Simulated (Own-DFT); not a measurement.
# A layer strained by its substrate: wurtzite AlGaN with randomly placed atoms, 128 atoms (Al48Ga16N64)

Source: density functional calculations with Own-DFT, an unreviewed in-house program that is no longer used. Nothing was measured or relaxed, and spin and spin-orbit coupling are left out.

Method: PBE; PseudoDojo norm-conserving scalar-relativistic files (stringent for Ga); cutoff 96 hartree; 3 x 3 x 3 k mesh centred on Gamma; Gaussian smearing of 0.01 eV.

Keep in mind: k mesh not checked against a denser one; stress not checked against mesh or cutoff.

Unstrained cell vectors in Å: (12.525, 0.000, 0.000); (-6.262, 10.847, 0.000); (0.000, 0.000, 10.066). The unstrained cell has measured lattice constants (interpolated for alloys), not those of this functional. That, the random moves and any unrelaxed bonds set the pressure at no strain. Each run strains x and y alike by e, as a substrate would, and holds the height along z. All atoms carry random offsets, Gaussian with a width of 0.05 Å per axis. The random placing of the alloy's atoms differs from row to row. Stress is positive in tension.

| e (%) | u (Å) | (s_xx + s_yy)/2 (GPa) | s_zz (GPa) |
|---|---|---|---|
| -2.50 | 0.053 | -22.41 | -11.04 |
| -2.25 | 0.050 | -21.22 | -10.47 |
| -2.00 | 0.052 | -19.07 | -10.19 |
| -1.75 | 0.052 | -17.22 | -9.61 |
| -1.00 | 0.050 | -12.53 | -7.18 |
| -0.50 | 0.051 | -10.45 | -5.78 |
| -0.25 | 0.052 | -8.04 | -7.01 |
| 0.50 | 0.048 | ? | ? |
| 0.75 | 0.048 | -1.85 | -5.95 |
| 2.75 | 0.052 | 7.70 | -3.50 |

## What the rows give

With e as a fraction, the in-plane stress is -6.6 + 584 e - 2152 e² GPa (errors 10 and 581, scatter 0.46), and s_zz is -6.8 + 145 e GPa (slope ± 19, scatter 0.89). At e = 0 the first slope is C11 + C12 and the second 2 C13, both with the ions held to the strained lattice and at the cell's own pressure. The term in e² is negative: the layer stiffens under compression and softens under tension. A free layer would change its height as e changes, and the in-plane slope would drop by 2 C13²/C33 to the biaxial modulus. At fixed height, a misfit of 1 % moves the in-plane stress by about 5.8 GPa and s_zz by 1.5 GPa.

## Check

Asked: what are the two stresses at e = 0.50 %?

The fitted form gives -3.8 and -6.0 GPa. The run itself gave -2.74 and -7.24 GPa.
